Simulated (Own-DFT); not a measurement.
# Response to strain: wurtzite AlN, 72 atoms (Al36N36)

These are calculations, not measurements. They come from Own-DFT, an in-house plane-wave density functional program, since retired, whose code no person has reviewed. Each row is one single-point run on a periodic cell that was not relaxed, without spin or spin-orbit coupling.

Settings of every run: PBE; PseudoDojo norm-conserving scalar-relativistic files; cutoff 42 hartree; 3 x 3 x 2 k mesh centred on Gamma; Fermi-Dirac smearing of 0.1 eV.

Known limits: forces on such cells moved up to 12 meV/angstrom on a denser k mesh; stress not checked against mesh or cutoff.

Unstrained cell vectors in Å: (9.336, 0.000, 0.000); (-4.668, 8.085, 0.000); (0.000, 0.000, 9.964). The unstrained cell has measured lattice constants (interpolated for alloys), not those of this functional. That, the random moves and any unrelaxed bonds set the pressure at no strain. Each run strains this cell uniformly, with the atoms carried along. Every atom was also moved at random, by a Gaussian of width 0.05 Å on each axis. Strain is the symmetric tensor, in per cent. Stress is positive in tension, and the pressure is minus a third of its trace.

```
run  e_xx (%)  e_yy (%)  e_zz (%)  s_xx (GPa)  s_yy (GPa)  s_zz (GPa)  P (GPa)  E (meV/atom)
  1      1.75      1.75      0.00        4.39        3.66       -2.56    -1.83           0.0
  2      3.00      3.00      0.00        9.26        9.91       -3.36    -5.27          24.7
  3     -2.25     -2.25      0.00      -21.02      -19.75      -10.19    16.99          59.3
  4     -1.00     -1.00      0.00      -12.67      -12.60       -5.38    10.22          26.3
  5      1.25      1.25      0.00        0.50        0.46       -2.90     0.65          17.4
  6     -1.25     -1.25      0.00      -16.44      -13.63       -8.58    12.88          64.9
  7     -1.75     -1.75      0.00      -15.59      -19.66       -7.23    14.16          50.3
  8     -1.50     -1.50      0.00      -15.72      -16.23       -6.48    12.81          38.1
  9      2.75      2.75      0.00           ?           ?           ?        ?             ?
```

E is the free energy for each atom above the lowest run shown.

## Worked fit

The change of volume is close to e_xx + e_yy + e_zz. A straight line through the runs shown gives P = 6.70 - 216 x (fractional change of volume) GPa, with an error of 8 on the slope and a scatter of 0.86 GPa. The strain isn't the same on all axes and the cell isn't cubic, so the slope belongs to this path and is not the bulk modulus.

## Withheld run

Question: what pressure should run 9 give? Its volume changes by 5.58 %.

The line gives -5.3 GPa. The calculation gave -4.70 GPa.
